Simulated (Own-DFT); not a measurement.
Hf16O31 (monoclinic hafnia with two neutral oxygen vacancies, strained, atoms displaced), Hf32O63 (monoclinic hafnia with one neutral oxygen vacancy, atoms displaced) (calculated)

A calculation, not a measurement: plane-wave PBE and HSE06 DFT by an unreviewed code, no spin, of a simulated cell at Gamma alone, so results move with cell size and shape, stress positive in tension, energies less offsets, not probed for a lower state with spin; hafnium file: forces about 75 meV/angstrom off all-electron values; oxygen file: force components 24 meV/angstrom off all-electron in a glass; k mesh not checked against a denser one; forces and stress are PBE's, HSE06 gives the energy alone, and its difference from PBE has offsets of its own; offsets are fitted by least squares, one for each functional and potential file, so energies compare only between cells with the same atoms and settings and are not formation energies; the far tail of each file's local potential was reset to the Coulomb form; each entry is a single point on an unrelaxed cell, so the pressure reflects the starting lattice, mostly measured values, from which strain is counted, and rises with the displacements; printed positions are rounded, which can move forces by about a meV/angstrom; the program is a retired in-house code; no spin-orbit coupling. Program: Own-DFT development build.

Common to all runs: first functional PBE; second functional HSE06; exact exchange share 0.25; screening 0.11 1/bohr; exchange divergence Gygi-Baldereschi; potential files PseudoDojo norm-conserving, scalar-relativistic, made for PBE, standard set; wave cutoff 48 hartree; occupations fixed; k mesh 1 x 1 x 1 centred on Gamma.

(1) Hf16O31 (monoclinic hafnia with two neutral oxygen vacancies, strained, atoms displaced)

```
Hf16O31
1.0
     10.2106     0.1496     0.0578
      0.1513    10.2145     0.0825
     -1.6326     0.0585    10.2803
Hf O Hf O Hf O Hf O Hf O Hf O Hf O Hf O
4 8 4 8 4 8 4 6 4 8 4 8 4 8 4 8
Direct
  0.15113 0.02654 0.10779
  0.36195 0.27700 0.15492
  0.35493 0.48633 0.39892
  0.14414 0.23612 0.35857
  0.03600 0.15266 0.16589
  0.46604 0.41427 0.07144
  0.44769 0.33962 0.32573
  0.02390 0.10258 0.43588
  0.23016 0.37311 0.24172
  0.27514 0.11771 0.00887
  0.26605 0.11754 0.25074
  0.22456 0.36228 0.47924
  0.14069 0.01709 0.61592
  0.35522 0.26495 0.65608
  0.35685 0.48436 0.90186
  0.13095 0.21828 0.84890
  0.04557 0.17524 0.68813
  0.45380 0.41416 0.57878
  0.47470 0.33325 0.83304
  0.04904 0.08014 0.92409
  0.21336 0.37090 0.75045
  0.26314 0.12611 0.49724
  0.28260 0.11003 0.76253
  0.23362 0.36748 0.99180
  0.13269 0.52993 0.10069
  0.36245 0.77758 0.13758
  0.36823 0.99681 0.38705
  0.12715 0.73898 0.36318
  0.03147 0.66700 0.17612
  0.46936 0.91670 0.08467
  0.46651 0.83034 0.32180
  0.05226 0.57983 0.43397
  0.21948 0.87146 0.24524
  0.27925 0.62460 0.01604
  0.28396 0.62378 0.26075
  0.21622 0.86415 0.48459
  0.13715 0.53311 0.61249
  0.35627 0.75768 0.63479
  0.36464 0.98430 0.90126
  0.13270 0.72752 0.84691
  0.02742 0.66836 0.66949
  0.03421 0.56893 0.92023
  0.21394 0.87336 0.73207
  0.28077 0.64388 0.51366
  0.27046 0.60460 0.75227
  0.22462 0.87908 0.98733
  0.64324 0.01207 0.10921
  0.85350 0.25588 0.13243
  0.86414 0.47430 0.38711
  0.63469 0.22436 0.35823
  0.54036 0.15602 0.17318
  0.95099 0.41480 0.07695
  0.96356 0.33702 0.32286
  0.54011 0.07393 0.42867
  0.71797 0.39633 0.24059
  0.77414 0.13550 0.01545
  0.78012 0.13247 0.25650
  0.72912 0.37702 0.48097
  0.65049 0.02411 0.60439
  0.87041 0.28153 0.64975
  0.85698 0.46841 0.90235
  0.65385 0.23247 0.85370
  0.54415 0.17163 0.67147
  0.96732 0.41991 0.57857
  0.96887 0.33338 0.82101
  0.53163 0.08604 0.91669
  0.71308 0.38911 0.74423
  0.77167 0.12817 0.52672
  0.77662 0.12055 0.76855
  0.71686 0.35742 0.98495
  0.63070 0.52234 0.09879
  0.84703 0.78108 0.13892
  0.86734 0.97255 0.40075
  0.64198 0.73518 0.35036
  0.55022 0.66367 0.17421
  0.96304 0.92769 0.07336
  0.96658 0.82273 0.34050
  0.54343 0.60402 0.41441
  0.72417 0.88540 0.24429
  0.77277 0.63466 0.00993
  0.77561 0.61161 0.27693
  0.72460 0.87274 0.47726
  0.63018 0.53077 0.60629
  0.86136 0.77355 0.63685
  0.87097 0.97446 0.90342
  0.64906 0.73585 0.85770
  0.54175 0.68153 0.67346
  0.95358 0.91616 0.57878
  0.95688 0.84066 0.82249
  0.54162 0.58069 0.91935
  0.73624 0.87558 0.73490
  0.77970 0.64457 0.50104
  0.78434 0.62465 0.75742
  0.72869 0.86861 0.99708
```

- PBE energy of cell above offsets: -75.626 eV
- HSE06 less PBE above offsets: 0.324 eV
- PBE pressure: 17.23 GPa
- PBE stress xx: -12.75 GPa
- PBE stress yy: -18.8 GPa
- PBE stress zz: -20.16 GPa
- PBE stress yz: 0.27 GPa
- PBE stress xz: -0.79 GPa
- PBE stress xy: 3.24 GPa

Force:
```tsv
element	x (eV/Å)	y (eV/Å)	z (eV/Å)
Hf	-1.395	-3.125	-0.716
Hf	0.94	-0.893	-3.828
Hf	0.592	0.533	-0.509
Hf	-3.327	-1.128	-2.262
O	-2.252	2.543	0.812
O	0.099	-0.191	1.435
O	3.614	-1.657	1.27
O	-0.354	-1.348	0.162
O	-2.493	1.862	-0.588
O	1.484	1.96	0.487
O	2.021	1.58	1.439
O	0.292	2.275	2.843
Hf	-0.066	0.807	-3.462
Hf	2.118	0.949	0.017
Hf	1.89	-3.07	-0.607
Hf	3.804	3.515	5.069
O	-1.472	-2.655	-5.071
O	1.144	1.494	0.233
O	-1.932	0.487	-1.012
O	-3.091	-1.935	-0.304
O	1.516	0.82	-1.667
O	1.19	-0.586	2.151
O	-0.582	1.059	-1.553
O	-1.067	-0.004	0.677
Hf	-0.031	-1.983	1.59
Hf	-0.639	-2.124	2.135
Hf	-1.055	-4.599	1.128
Hf	4.978	-3.032	-2.116
O	-0.872	0.618	-0.784
O	0.885	0.886	-0.483
O	-1.581	2.323	0.318
O	-0.849	-0.071	-1.325
O	0.718	1.227	-1.438
O	-0.782	0.974	-1.051
O	-0.679	-0.326	-0.338
O	0.731	2.91	1.979
Hf	-0.481	-4.47	-1.871
Hf	1.464	5.086	3.454
Hf	2.241	-1.566	-0.654
Hf	0.374	0.876	1.504
O	1.008	0.391	1.289
O	0.698	1.735	-0.766
O	0.341	-1.687	1.189
O	-0.906	-4.652	-2.234
O	0.465	2.608	0.904
O	-0.385	-2.006	-0.284
Hf	-1.93	3.343	-1.912
Hf	2.116	3.801	4.614
Hf	-0.074	0.564	2.021
Hf	1.169	2.264	-0.618
O	-1.4	1.341	1.405
O	1.236	0.166	0.324
O	1.478	-1.447	-0.733
O	0.178	1.056	-1.131
O	-0.171	-3.348	-0.502
O	-0.691	-4.332	-2.46
O	-0.873	-1.711	1.976
O	-0.967	-0.86	1.248
Hf	-2.593	-1.273	2.757
Hf	-1.317	-0.302	-1.777
Hf	0.25	2.059	-1.283
Hf	-4.69	-1.517	-1.181
O	-0.957	-0.309	-0.979
O	0.194	-0.021	0.534
O	-1.951	1.2	1.516
O	0.795	-0.884	0.798
O	1.51	-0.561	-0.692
O	1.756	1.405	-2.21
O	2.031	-0.545	-0.426
O	1.11	2.74	1.655
Hf	1.129	-1.349	0.829
Hf	3.882	-3.668	2.766
Hf	0.623	3.209	-0.573
Hf	0.565	-0.696	0.695
O	-2.325	2.198	-1.031
O	-0.546	-2.186	2.552
O	-4.565	2.593	-1.333
O	-3.283	-4.088	2.688
O	1.15	-0.295	-0.42
O	0.735	-0.398	0.401
O	1.149	3.495	-3.853
O	-0.353	1.713	1.609
Hf	1.24	-0.565	-1.743
Hf	-2.884	-2.268	-0.03
Hf	-0.446	2.904	-1.703
Hf	-1.607	-1.113	-1.624
O	-0.53	0.264	-0.01
O	2.824	2.216	0.346
O	3.153	-2.3	0.334
O	-0.395	0.982	-1.444
O	-2.232	0.846	0.823
O	-0.18	-1.468	1.934
O	-0.659	-0.69	0.538
O	-0.968	1.425	-1.858
```

(2) Hf32O63 (monoclinic hafnia with one neutral oxygen vacancy, atoms displaced)

```
Hf32O63
1.0
     10.2340     0.0000     0.0000
      0.0000    10.3500     0.0000
     -1.6955     0.0000    10.4453
Hf O Hf O Hf O Hf O Hf O Hf O Hf O Hf O
4 7 4 8 4 8 4 8 4 8 4 8 4 8 4 8
Direct
  0.14061 0.01970 0.10004
  0.36542 0.28025 0.13621
  0.36243 0.48281 0.39535
  0.13034 0.23570 0.35350
  0.03883 0.16778 0.15574
  0.47536 0.43100 0.08068
  0.46659 0.33348 0.32659
  0.03369 0.08272 0.42746
  0.22164 0.38158 0.23749
  0.27421 0.11991 0.25237
  0.22617 0.37264 0.49054
  0.14447 0.00878 0.61424
  0.36118 0.26829 0.64898
  0.36918 0.47967 0.89072
  0.14006 0.23335 0.85559
  0.03324 0.16806 0.67345
  0.45200 0.42293 0.57555
  0.45238 0.32925 0.82500
  0.03638 0.07437 0.91987
  0.22188 0.38217 0.74556
  0.27534 0.11947 0.50892
  0.26800 0.12300 0.75758
  0.22945 0.36966 0.97787
  0.13000 0.51730 0.11135
  0.35359 0.77447 0.14465
  0.35963 0.98060 0.39548
  0.13197 0.73589 0.36028
  0.04153 0.66454 0.17164
  0.45538 0.90960 0.06568
  0.46165 0.83087 0.32845
  0.03926 0.57305 0.42947
  0.22713 0.87931 0.24240
  0.27429 0.63474 0.00419
  0.27127 0.63127 0.25552
  0.22334 0.87680 0.48986
  0.13766 0.52598 0.60890
  0.36554 0.76303 0.64994
  0.36316 0.98480 0.88777
  0.12862 0.72895 0.85475
  0.03454 0.66918 0.66185
  0.46139 0.91893 0.57605
  0.46009 0.83235 0.81953
  0.03603 0.58633 0.92760
  0.21820 0.88301 0.73545
  0.28510 0.62396 0.50462
  0.28170 0.62533 0.76314
  0.22122 0.86918 0.98327
  0.64194 0.02540 0.10887
  0.86490 0.27470 0.14712
  0.86253 0.48044 0.39347
  0.63964 0.23317 0.35279
  0.53481 0.16006 0.17228
  0.96384 0.41793 0.07506
  0.96440 0.33677 0.33404
  0.53934 0.08037 0.42889
  0.72332 0.38269 0.23981
  0.78146 0.12783 0.01683
  0.77386 0.13241 0.25906
  0.73533 0.36724 0.48831
  0.63572 0.01414 0.60261
  0.86059 0.27748 0.63472
  0.87020 0.46934 0.90137
  0.63982 0.22544 0.85715
  0.53507 0.15867 0.67139
  0.95885 0.41423 0.58125
  0.95660 0.33291 0.81667
  0.53567 0.07719 0.92098
  0.73115 0.37722 0.74411
  0.77962 0.12681 0.51120
  0.77251 0.11979 0.76264
  0.72628 0.37105 0.99370
  0.64219 0.52287 0.10295
  0.85766 0.77449 0.13596
  0.86869 0.97565 0.39476
  0.63993 0.74548 0.36473
  0.53599 0.65615 0.17951
  0.96040 0.91592 0.07124
  0.96253 0.83697 0.32413
  0.53269 0.58376 0.42812
  0.72820 0.88146 0.24532
  0.78361 0.61733 0.01225
  0.77683 0.63043 0.26492
  0.72089 0.87633 0.49506
  0.63565 0.50865 0.59686
  0.86411 0.76761 0.64238
  0.85867 0.98142 0.89414
  0.64205 0.72929 0.85612
  0.53772 0.66252 0.66772
  0.96272 0.92475 0.58015
  0.95697 0.82905 0.81964
  0.54073 0.58614 0.92714
  0.71980 0.88709 0.74386
  0.77501 0.64417 0.50766
  0.77695 0.62418 0.75737
  0.72422 0.87699 0.99029
```

- PBE energy of cell above offsets: -89.430 eV
- HSE06 less PBE above offsets: 0.176 eV
- PBE pressure: 5.37 GPa
- PBE stress xx: -5.39 GPa
- PBE stress yy: -5.45 GPa
- PBE stress zz: -5.27 GPa
- PBE stress yz: -0.14 GPa
- PBE stress xz: -0.78 GPa
- PBE stress xy: 0.15 GPa

Force:
```tsv
element	x (eV/Å)	y (eV/Å)	z (eV/Å)
Hf	0.372	0.116	-0.113
Hf	-0.241	-0.743	1.369
Hf	-0.287	0.382	-1.027
Hf	1.977	-2.22	0.772
O	-1.308	1.486	1.425
O	-2.737	-2.779	-0.728
O	-0.136	-0.016	-0.357
O	0.46	0.909	-1.443
O	0.316	-0.513	-0.041
O	0.173	0.641	-0.05
O	-0.808	-0.854	-0.323
Hf	-1.926	3.997	-2.785
Hf	-0.371	-0.657	-1.722
Hf	-1.227	1.847	1.223
Hf	-1.871	-1.476	-1.525
O	0.488	-0.214	-0.149
O	1.543	-0.769	1.14
O	2.235	-0.995	0.61
O	0.734	0.996	-0.367
O	-0.036	0.354	-1.308
O	0.039	1.406	0.459
O	0.966	0.217	0.995
O	0.382	0.329	2.15
Hf	3.03	2.13	-1.113
Hf	1.458	-1.891	-0.325
Hf	0.462	0.722	-0.04
Hf	1.626	-1.248	-1.051
O	-2.142	1.416	0.591
O	1.514	1.241	0.677
O	0.232	0.469	0.124
O	0.287	1.381	-1.022
O	-1.103	0.218	-0.261
O	-0.258	-0.859	0.551
O	-0.07	-1.316	1.203
O	-0.543	-1.559	-0.156
Hf	1.065	-2.112	-0.625
Hf	0.802	0.748	-1.295
Hf	-0.576	-1.645	1.027
Hf	1.532	0.388	0.579
O	0.347	0.32	0.847
O	-0.403	-1.018	0.363
O	0.734	-0.047	0.754
O	-0.63	-0.808	-0.47
O	0.92	-2.308	1.898
O	-1.553	1.119	1.098
O	-0.79	-0.239	-0.714
O	-0.496	0.821	0.099
Hf	-0.726	-1.225	-0.506
Hf	-0.839	-1.485	-0.195
Hf	-0.84	1.845	0.243
Hf	-0.674	-1.614	0.649
O	-1.051	1.16	-0.27
O	0.074	-0.894	1.054
O	0.181	-0.612	-1.233
O	-0.235	0.812	-1.695
O	0.514	-0.146	0.244
O	-0.613	0.315	-0.434
O	0.718	-0.968	0.088
O	-1.907	1.188	-0.832
Hf	0.585	1.35	0.597
Hf	0.082	-4.275	2.674
Hf	-1.377	1.909	-2.457
Hf	0.481	-0.055	-1.171
O	-1.174	1.837	0.908
O	2.416	2.879	-0.982
O	1.775	-0.347	1.785
O	0.743	1.033	0.223
O	-1.793	0.161	-0.816
O	-0.419	0.346	-0.482
O	-0.201	0.624	0.527
O	-0.021	-1.079	-0.497
Hf	0.289	1.732	1.922
Hf	0.305	-1.321	1.355
Hf	-0.999	2.748	1.614
Hf	-0.936	-2.876	-2.278
O	-0.484	1.539	0.004
O	0.649	-0.272	0.795
O	1.008	-1.231	-0.411
O	0.97	0.155	-0.33
O	-0.494	0.523	-0.903
O	0.126	2.059	-0.102
O	0.751	-0.497	-0.045
O	0.858	0.039	-0.287
Hf	-0.34	2.163	1.137
Hf	-1.517	1.403	0.721
Hf	0.711	0.214	-0.956
Hf	0.019	-0.134	-1.369
O	-0.028	0.098	0.737
O	-0.392	-1.336	-0.223
O	0.331	0.236	1.089
O	-0.099	0.247	-1.258
O	0.142	-1.569	0.105
O	-0.097	-2.271	-0.225
O	-0.015	-0.52	0.427
O	-0.644	-1.252	0.117
```

(3) Hf16O31 (monoclinic hafnia with two neutral oxygen vacancies, strained, atoms displaced)

```
Hf16O31
1.0
     10.0799     0.1719     0.1043
      0.1739    10.1548    -0.1592
     -1.5635    -0.1891    10.5540
Hf O Hf O Hf O Hf O Hf O Hf O Hf O Hf O
4 7 4 7 4 8 4 8 4 8 4 8 4 8 4 8
Direct
  0.13790 0.01785 0.10248
  0.35845 0.27112 0.15018
  0.36435 0.47941 0.39589
  0.13558 0.23100 0.35461
  0.03342 0.16925 0.17930
  0.46170 0.41381 0.07079
  0.45785 0.33102 0.32744
  0.03923 0.08646 0.42412
  0.22816 0.37718 0.24445
  0.27773 0.12533 0.00743
  0.27761 0.12146 0.25958
  0.14010 0.02010 0.60495
  0.36018 0.27051 0.64123
  0.35917 0.48007 0.89314
  0.14173 0.22781 0.84994
  0.03796 0.16581 0.67658
  0.46281 0.41474 0.57429
  0.46415 0.32823 0.81990
  0.03453 0.08503 0.91993
  0.22562 0.38062 0.74346
  0.27376 0.11481 0.75905
  0.22355 0.37223 0.98683
  0.13800 0.52079 0.10073
  0.36433 0.76551 0.14268
  0.36164 0.98263 0.39795
  0.13431 0.72723 0.35418
  0.03758 0.65854 0.17240
  0.46406 0.92205 0.07992
  0.46314 0.83899 0.32650
  0.03745 0.58609 0.42360
  0.22636 0.87915 0.24233
  0.27223 0.63201 0.01773
  0.27228 0.61682 0.25962
  0.22346 0.87711 0.49079
  0.13863 0.51952 0.60613
  0.36014 0.76949 0.64252
  0.36465 0.98270 0.89084
  0.13151 0.73416 0.85312
  0.03395 0.66462 0.67279
  0.46480 0.91749 0.57467
  0.46017 0.83338 0.82739
  0.03702 0.58609 0.92347
  0.22683 0.88082 0.74313
  0.27144 0.62532 0.50989
  0.27936 0.62224 0.76500
  0.22451 0.87404 0.99258
  0.63927 0.02233 0.10219
  0.86362 0.26723 0.14637
  0.86340 0.47329 0.39854
  0.63405 0.23545 0.35710
  0.53645 0.16502 0.17506
  0.96227 0.41781 0.07521
  0.96435 0.33951 0.32564
  0.53665 0.08291 0.42367
  0.72673 0.37947 0.23946
  0.78224 0.13347 0.01379
  0.77380 0.11860 0.25726
  0.72567 0.37561 0.49363
  0.63808 0.02103 0.60658
  0.86238 0.26858 0.64691
  0.86064 0.47798 0.89739
  0.64369 0.22933 0.85543
  0.53973 0.16623 0.66889
  0.96873 0.41653 0.57331
  0.96204 0.33769 0.83095
  0.53544 0.08317 0.92623
  0.72767 0.37293 0.73828
  0.77276 0.13302 0.50875
  0.77458 0.12023 0.75766
  0.72545 0.37331 0.98753
  0.64300 0.52181 0.10618
  0.86354 0.77130 0.14350
  0.86416 0.98381 0.39714
  0.63626 0.72421 0.35354
  0.53128 0.66560 0.17492
  0.96529 0.91332 0.07672
  0.96220 0.83412 0.33235
  0.53274 0.57745 0.41964
  0.72406 0.87490 0.24533
  0.77501 0.63329 0.01087
  0.77792 0.62142 0.26799
  0.72655 0.87004 0.49172
  0.64092 0.52025 0.60304
  0.86230 0.76588 0.64837
  0.86151 0.98054 0.89533
  0.63744 0.72607 0.85589
  0.53459 0.66859 0.67285
  0.95863 0.91816 0.57394
  0.96509 0.83150 0.82385
  0.53653 0.58250 0.91648
  0.72698 0.87503 0.73963
  0.77861 0.62577 0.51096
  0.77359 0.61847 0.75763
  0.72805 0.86764 0.99448
```

- PBE energy of cell above offsets: -88.230 eV
- HSE06 less PBE above offsets: -0.012 eV
- PBE pressure: 10.39 GPa
- PBE stress xx: -12.26 GPa
- PBE stress yy: -14.1 GPa
- PBE stress zz: -4.82 GPa
- PBE stress yz: -4.71 GPa
- PBE stress xz: 1.77 GPa
- PBE stress xy: 7.61 GPa

Force:
```tsv
element	x (eV/Å)	y (eV/Å)	z (eV/Å)
Hf	0.814	-0.042	0.341
Hf	0.898	-0.623	-1.851
Hf	-2.165	0.43	0.316
Hf	1.003	0.081	0.947
O	0.875	-1.002	-0.657
O	0.815	0.355	0.676
O	1.373	-0.818	-0.198
O	-0.047	0.066	0.062
O	-1.472	0.583	-0.202
O	-0.676	1.018	0.646
O	-0.135	-0.086	0.39
Hf	-0.12	-0.496	-0.414
Hf	0.53	-0.156	-0.333
Hf	0.676	-0.317	0.832
Hf	-0.64	0.308	1.644
O	-0.785	0.688	-0.016
O	0.083	-0.047	0.341
O	0.036	0.469	0.633
O	-0.32	-0.221	0.277
O	-0.533	-0.162	-1.008
O	0.998	0.807	-0.888
O	-0.035	-0.527	-0.204
Hf	0.713	-1.442	0.232
Hf	-1.362	2.668	0.51
Hf	0.006	0.166	-0.334
Hf	0.753	0.375	0.172
O	-1.869	2.091	0.864
O	0.062	-0.803	-0.171
O	0.703	-1.135	-0.109
O	-0.653	-0.77	0.3
O	-0.858	0.115	-0.45
O	0.438	-0.577	-1.207
O	0.846	0.245	0.143
O	0.162	-0.863	-0.342
Hf	0.659	-0.474	-0.806
Hf	0.077	0.51	0.144
Hf	-0.946	-0.116	1.896
Hf	2.318	-0.856	1.307
O	0.562	0.07	0.456
O	-0.421	-0.375	0.597
O	1.494	-1.187	-0.423
O	-0.521	-0.022	-0.305
O	-0.912	-0.379	-0.638
O	0.264	0.598	0.701
O	-0.137	0.137	-0.647
O	-0.021	-0.52	-1.002
Hf	-0.661	-1.199	0.941
Hf	-0.237	1.315	-0.294
Hf	-0.494	2.679	0.194
Hf	0.4	-1.783	-0.307
O	-0.57	1.074	0.476
O	-0.098	-0.395	0.273
O	1.174	-1.453	-0.527
O	-0.051	0.718	-0.057
O	-1.06	0.178	0.204
O	-0.511	-0.874	-0.999
O	0.521	0.481	0.417
O	0.062	-0.858	-0.777
Hf	0.932	-1.85	-1.543
Hf	0.568	0.239	-0.729
Hf	0.1	1.154	0.331
Hf	-1.572	0.318	0.024
O	-1.255	1.191	0.723
O	-0.311	-1.015	0.681
O	1.494	-1.581	-1.033
O	1.31	0.855	-0.708
O	-1.161	0.911	0.182
O	0.148	0.357	0.552
O	0.98	-0.5	0.537
O	-0.406	-0.162	-0.06
Hf	-0.764	-0.929	-0.62
Hf	-0.352	0.102	1.178
Hf	-1.177	-0.434	0.307
Hf	0.208	1.822	1.344
O	1.468	-1.025	-0.013
O	0.283	0.349	-0.218
O	0.878	-0.758	-1.161
O	1.143	0.831	0.377
O	-0.207	0.431	-0.957
O	-0.249	-0.57	0.453
O	0.413	-0.612	-1.262
O	-0.352	-0.376	-0.509
Hf	-0.732	-0.122	0.206
Hf	-0.673	1.25	-2.275
Hf	0.085	0.053	0.22
Hf	-0.402	0.873	-0.168
O	0.162	-0.189	-0.185
O	0.739	-0.06	0.901
O	-1.064	1.008	0.223
O	-0.166	-0.336	0.744
O	-0.911	0.75	0.799
O	-0.673	0.237	0.575
O	0.504	-0.383	0.371
O	0.011	0.528	-1.043
```
